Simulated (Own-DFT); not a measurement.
Simulation results for Si$_{3}$N$_{4}$ (beta silicon nitride, strained, atoms displaced)

Computed with Own-DFT development build. A calculation, not a measurement: plane-wave PBE density functional theory by an unreviewed code, no spin, of a simulated periodic cell, stress positive in tension, free energy of the whole cell less one offset for each atom, forces on such cells passed a denser k mesh, this cell's mesh not checked; offsets are fitted by least squares, one for each functional and potential file, so energies compare only between cells with the same atoms and settings and are not formation energies; the far tail of each file's local potential was reset to the Coulomb form; each entry is a single point on an unrelaxed cell, so the pressure reflects the starting lattice, mostly measured values (interpolated for alloys), from which strain is counted, and rises with the displacements; printed positions are rounded, which can move forces by about a meV/angstrom; the program, named Own-DFT, is a retired in-house code; no spin-orbit coupling.

Si$_{3}$N$_{4}$ (beta silicon nitride, strained, atoms displaced)

```cif
# cell vector a (Å): 7.6896 0.1012 -0.0407
# cell vector b (Å): -3.7572 6.6636 -0.0024
# cell vector c (Å): -0.0467 -0.0301 8.8143
data_Si3N4
_symmetry_space_group_name_H-M 'P 1'
_symmetry_Int_Tables_number 1
_cell_length_a 7.6904
_cell_length_b 7.6498
_cell_length_c 8.8145
_cell_angle_alpha 90.039
_cell_angle_beta 90.609
_cell_angle_gamma 118.661
_cell_volume 454.98
loop_
_atom_site_label
_atom_site_type_symbol
_atom_site_fract_x
_atom_site_fract_y
_atom_site_fract_z
_atom_site_occupancy
Si1 Si 0.17523 0.77251 0.08477 1
Si2 Si 0.23966 0.41387 0.08460 1
Si3 Si 0.60346 0.82281 0.07530 1
Si4 Si 0.83208 0.24547 0.25214 1
Si5 Si 0.77466 0.60356 0.24477 1
Si6 Si 0.40294 0.17336 0.24797 1
N1 N 0.34426 0.04385 0.07685 1
N2 N 0.97496 0.30203 0.08514 1
N3 N 0.68985 0.67067 0.08904 1
N4 N 0.67215 0.97078 0.25643 1
N5 N 0.02526 0.68885 0.24479 1
N6 N 0.28473 0.32777 0.24298 1
N7 N 0.34480 0.66601 0.08634 1
N8 N 0.67736 0.33437 0.25083 1
Si7 Si 0.17548 0.76847 0.40290 1
Si8 Si 0.24023 0.41063 0.42078 1
Si9 Si 0.60075 0.83714 0.40978 1
Si10 Si 0.82527 0.23144 0.57879 1
Si11 Si 0.77844 0.59822 0.58389 1
Si12 Si 0.38953 0.16856 0.58004 1
N9 N 0.33072 0.04418 0.41658 1
N10 N 0.97961 0.31089 0.42209 1
N11 N 0.68108 0.65806 0.41521 1
N12 N 0.67431 0.96504 0.58129 1
N13 N 0.03441 0.70650 0.58553 1
N14 N 0.29811 0.33333 0.58640 1
N15 N 0.33113 0.67078 0.41927 1
N16 N 0.66009 0.33033 0.57685 1
Si13 Si 0.17146 0.77966 0.75359 1
Si14 Si 0.23460 0.40338 0.74705 1
Si15 Si 0.58671 0.81927 0.75259 1
Si16 Si 0.83424 0.23601 0.91066 1
Si17 Si 0.76818 0.59884 0.91323 1
Si18 Si 0.39694 0.16616 0.92318 1
N17 N 0.32427 0.02301 0.74246 1
N18 N 0.96866 0.30810 0.75252 1
N19 N 0.69795 0.66740 0.75211 1
N20 N 0.67760 0.98246 0.92636 1
N21 N 0.02562 0.70375 0.91687 1
N22 N 0.30806 0.33653 0.91566 1
N23 N 0.34072 0.67406 0.75245 1
N24 N 0.67644 0.33941 0.91476 1
```

It was run with functional PBE, potential files PseudoDojo norm-conserving, scalar-relativistic, standard set, wave cutoff 42 hartree, occupations Fermi-Dirac, smearing width 0.1 eV and k mesh 3 x 3 x 3 centred on Gamma.

Question: Give the missing stress xx for Si$_{3}$N$_{4}$ (beta silicon nitride, strained, atoms displaced).
Answer: 1.83 GPa

Question: Give the table of force values for Si$_{3}$N$_{4}$ (beta silicon nitride, strained, atoms displaced).
Answer: 
Force:
```tsv
element	x (eV/Å)	y (eV/Å)	z (eV/Å)
Si	1.642	-0.553	-1.482
Si	-1.998	-0.778	-1.949
Si	-4.05	3.327	2.641
Si	2.819	-2.334	-0.403
Si	-1.51	-2.583	2.186
Si	0.937	2.759	0.303
N	-0.716	-4.582	4.143
N	0.269	0.396	-0.572
N	4.341	-2.336	-2.006
N	0.182	2.018	-3.332
N	0.575	1.656	-0.432
N	3.05	-1.306	3.079
N	-2.173	2.223	-0.385
N	-4.312	1.458	-0.38
Si	-0.218	0.759	3.652
Si	-1.641	0.798	-1.592
Si	-0.685	-2.446	2.557
Si	-0.612	-0.369	0.993
Si	-1.552	-1.308	-0.707
Si	2.784	1.941	1.617
N	-0.424	-3.31	-2.354
N	-0.205	-0.389	-0.649
N	1.978	0.092	-0.331
N	-0.089	0.953	0.917
N	-0.286	0.134	-1.613
N	0.622	-0.535	-0.773
N	1.372	0.291	-0.489
N	-0.069	0.098	0.437
Si	1.431	-2.574	-0.846
Si	-2.088	1.789	1.994
Si	0.971	2.36	-0.625
Si	-0.974	0.39	2.719
Si	0.316	-1.92	1.357
Si	2.093	4.131	-5.409
N	-0.186	2.735	1.833
N	1.941	0.176	-1.991
N	-0.178	0.498	-0.941
N	0.071	-1.942	-2.429
N	0.862	1.097	0.738
N	-0.351	-0.412	0.17
N	-2.086	-1.734	0.205
N	-1.853	-0.67	0.148
```

Further results for Si$_{3}$N$_{4}$ (beta silicon nitride, strained, atoms displaced):

| Item | Value |
| --- | --- |
| free energy of cell above offsets | -3.676 eV |
| pressure | -1.73 GPa |
| stress yy | 4.46 GPa |
| stress zz | -1.1 GPa |
| stress yz | 2.63 GPa |
| stress xz | -2.48 GPa |
| stress xy | 5.71 GPa |
